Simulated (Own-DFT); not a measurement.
GaP (zincblende, strongly disordered by large displacements) (calculated)

Computed with Own-DFT development build. A calculation, not a measurement: plane-wave PBE density functional theory by an unreviewed code, no spin, of a simulated periodic cell, stress positive in tension, free energy of the whole cell less one offset for each atom, forces on such cells passed a denser k mesh, this cell's mesh not checked; broken bonds can close the gap or carry spin, so checks made on this kind of crystal may not hold here; offsets are fitted by least squares, one for each functional and potential file, so energies compare only between cells with the same atoms and settings and are not formation energies; the far tail of each file's local potential was reset to the Coulomb form; each entry is a single point on an unrelaxed cell, so the pressure reflects the starting lattice, mostly measured values (interpolated for alloys), from which strain is counted, and rises with the displacements; printed positions are rounded, which can move forces by about a meV/angstrom; the program, named Own-DFT, is a retired in-house code; no spin-orbit coupling.

## GaP (zincblende, strongly disordered by large displacements)

```
CELL_PARAMETERS angstrom
10.90100 0.00000 0.00000
0.00000 10.90100 0.00000
0.00000 0.00000 10.90100
ATOMIC_POSITIONS crystal
Ga 0.02353 0.02318 0.99207
Ga 0.98236 0.23519 0.23173
Ga 0.22644 0.00705 0.24568
Ga 0.25154 0.27886 0.96687
P 0.13381 0.10313 0.14134
P 0.11559 0.36373 0.39848
P 0.41217 0.13330 0.36154
P 0.36492 0.39151 0.15655
Ga 0.99824 0.99913 0.48865
Ga 0.00477 0.24800 0.73932
Ga 0.24652 0.00372 0.74743
Ga 0.23522 0.28541 0.52696
P 0.15801 0.13430 0.61681
P 0.12347 0.35015 0.86073
P 0.40598 0.11745 0.87421
P 0.33806 0.38403 0.62228
Ga 0.00467 0.48766 0.99784
Ga 0.01926 0.74011 0.23280
Ga 0.22613 0.50389 0.23903
Ga 0.23822 0.73933 0.01703
P 0.14787 0.63545 0.15624
P 0.13283 0.88020 0.38982
P 0.35722 0.61134 0.37591
P 0.37736 0.86691 0.13663
Ga 0.98246 0.48062 0.48076
Ga 0.98008 0.72725 0.74237
Ga 0.25821 0.50468 0.73143
Ga 0.25026 0.75379 0.51778
P 0.11466 0.62088 0.61420
P 0.10638 0.85601 0.87929
P 0.36471 0.60064 0.88299
P 0.38594 0.90112 0.59845
Ga 0.49246 0.99471 0.01291
Ga 0.50667 0.24636 0.25846
Ga 0.78842 0.02861 0.25381
Ga 0.73981 0.28586 0.01548
P 0.62059 0.16608 0.15550
P 0.60140 0.34026 0.36798
P 0.87161 0.14834 0.38705
P 0.88021 0.37969 0.14169
Ga 0.51870 0.99574 0.47832
Ga 0.50051 0.23552 0.79655
Ga 0.74112 0.96971 0.71832
Ga 0.77107 0.23228 0.49450
P 0.59926 0.10178 0.65341
P 0.59806 0.36668 0.89399
P 0.89495 0.12428 0.88396
P 0.87884 0.37490 0.63342
Ga 0.50590 0.51210 0.99795
Ga 0.52730 0.72954 0.25475
Ga 0.77309 0.51941 0.24314
Ga 0.72505 0.71931 0.02366
P 0.59936 0.60649 0.10838
P 0.60732 0.85530 0.39109
P 0.89709 0.63585 0.36305
P 0.85890 0.88398 0.14999
Ga 0.50464 0.48354 0.47311
Ga 0.50845 0.74501 0.76463
Ga 0.72930 0.54510 0.75058
Ga 0.77169 0.76409 0.47285
P 0.60548 0.62171 0.62236
P 0.61703 0.86166 0.87969
P 0.88435 0.60898 0.88352
P 0.85831 0.87919 0.63602
```

* functional: PBE
* potential files: PseudoDojo norm-conserving, scalar-relativistic, standard set
* wave cutoff: 42 hartree
* occupations: Fermi-Dirac
* smearing width: 0.1 eV
* hardware: one NVIDIA H100
* k mesh: 3 x 3 x 3 centred on Gamma
* free energy of cell above offsets: 8.690 eV
* pressure: 13.36 GPa
* stress xx: -13.08 GPa
* stress yy: -13.99 GPa
* stress zz: -13.02 GPa
* stress yz: -1.89 GPa
* stress xz: 0.02 GPa
* stress xy: 2.35 GPa
* wall time: 556.2 s

Force:
```tsv
element	x (eV/Å)	y (eV/Å)	z (eV/Å)
Ga	-0.153	-2.466	0.446
Ga	2.857	-0.522	1.452
Ga	7.762	-6.095	7.055
Ga	5.2	-2.98	5.034
P	-5.457	7.887	-6.556
P	-0.66	0.051	-5.493
P	-6.042	-4.143	3.897
P	1.235	-1.775	-3.204
Ga	0.156	0.897	1.602
Ga	-0.668	-2.138	-0.79
Ga	1.303	-1.395	0.626
Ga	-2.076	-5.053	-5.227
P	-3.852	-2.485	0.816
P	-2.691	4.961	-1.484
P	-8.745	-6.264	4.522
P	10.64	1.489	2.287
Ga	1.383	-0.85	0.595
Ga	-3.609	5.152	2.672
Ga	2.935	-6.142	6.175
Ga	2.145	1.578	-2.667
P	-2.716	1.403	-6.224
P	-0.458	-1.083	-1.424
P	1.274	0.907	0.087
P	-0.549	-0.069	0.236
Ga	-0.489	1.418	1.914
Ga	1.043	1.279	-0.088
Ga	-3.306	3.059	3.396
Ga	0.924	0.052	-0.46
P	-0.454	-0.152	0.351
P	1.079	0.679	-0.33
P	-0.607	2.569	-0.546
P	-1.761	-2.2	3.079
Ga	1.338	-0.086	1.047
Ga	-8.191	2.991	-4.224
Ga	-3.661	0.461	0.138
Ga	0.859	-2.203	0.024
P	6.889	-6.531	-7.246
P	7.937	6.21	6.466
P	7.18	-5.745	-5.104
P	0.14	1.07	-2.092
Ga	-1.512	3.667	1.381
Ga	3.732	5.235	-7.203
Ga	-7.071	5.852	7.094
Ga	-8.035	6.141	7.98
P	1.471	1.297	-1.944
P	2.963	2.908	-0.577
P	-2.956	1.429	-1.603
P	-2.092	0.657	-0.508
Ga	-6.154	-5.678	-3.877
Ga	-3.247	0.382	0.35
Ga	-2.468	-0.473	0.738
Ga	3.461	3.96	-2.584
P	4.565	2.282	7.908
P	3.385	-1.707	-2.229
P	-0.804	-0.425	0.784
P	1.827	-3.148	-2.875
Ga	-1.521	0.849	1.62
Ga	-2.794	-0.623	-1.593
Ga	1.527	-3.167	1.214
Ga	-0.72	-0.293	1.332
P	-0.197	0.817	-2.311
P	2.13	1.186	1.647
P	-2.114	1.013	0.616
P	8.486	-5.9	-6.119
```
